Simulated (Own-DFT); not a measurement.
# Which defects push the lattice out? wurtzite GaN

Everything here is calculated. The program is Own-DFT (plane waves, in-house, since retired, never reviewed by a person); positions were held fixed, and spin and spin-orbit coupling were off.

Common settings: PBE; PseudoDojo norm-conserving scalar-relativistic files; cutoff 42 hartree; 4 x 4 x 3 k mesh centred on Gamma; Fermi-Dirac smearing of 0.1 eV.

Caveats (not all hold for every row): some atoms lie very close together; not probed for a lower state with spin; forces not confirmed at this smearing and k mesh; stress not checked against mesh or cutoff.

All runs share one cell, with vectors in Å (9.567, 0.000, 0.000); (-4.784, 8.285, 0.000); (0.000, 0.000, 10.370) and a volume of 822.0 Å³. u is the rms random offset of the atoms per axis. The defect's site can differ from row to row.

```
               cell  formula   u (Å)  P (GPa)
          no defect  Ga36N36  0.0201     5.93
          no defect  Ga36N36  0.0207     5.93
          no defect  Ga36N36  0.0510     7.73
one Ga on an N site  Ga37N35  0.0297    11.97
one Ga on an N site  Ga37N35  0.0327    12.04
one Ga on an N site  Ga37N35  0.0493    13.66
one Ga on an N site  Ga37N35  0.0503        ?
 one N on a Ga site  Ga35N37  0.0312     5.55
 one N on a Ga site  Ga35N37  0.0502     6.78
 one N on a Ga site  Ga35N37  0.0534     6.90
```

## Fit

P = P0 + c u² + a shift for each defect gives P0 = 5.54 GPa, c = 862 ± 68 GPa/Å² and a scatter of 0.18 GPa. The shifts, and each times the cell's volume:

- one Ga on an N site: 5.75 ± 0.14 GPa, 29.5 eV
- one N on a Ga site: -0.96 ± 0.16 GPa, -4.9 eV

Against the defect-free cell, a freed cell would be larger where the shift is positive and smaller where it is negative (160.2 GPa Å³ is 1 eV). The atoms around the defects weren't relaxed, which would change these numbers.

## Check

Asked: what pressure belongs in the blank (one Ga on an N site, u = 0.0503 Å)?

The fitted form gives 13.48 ± 0.22 GPa. DFT gave 13.61 GPa.
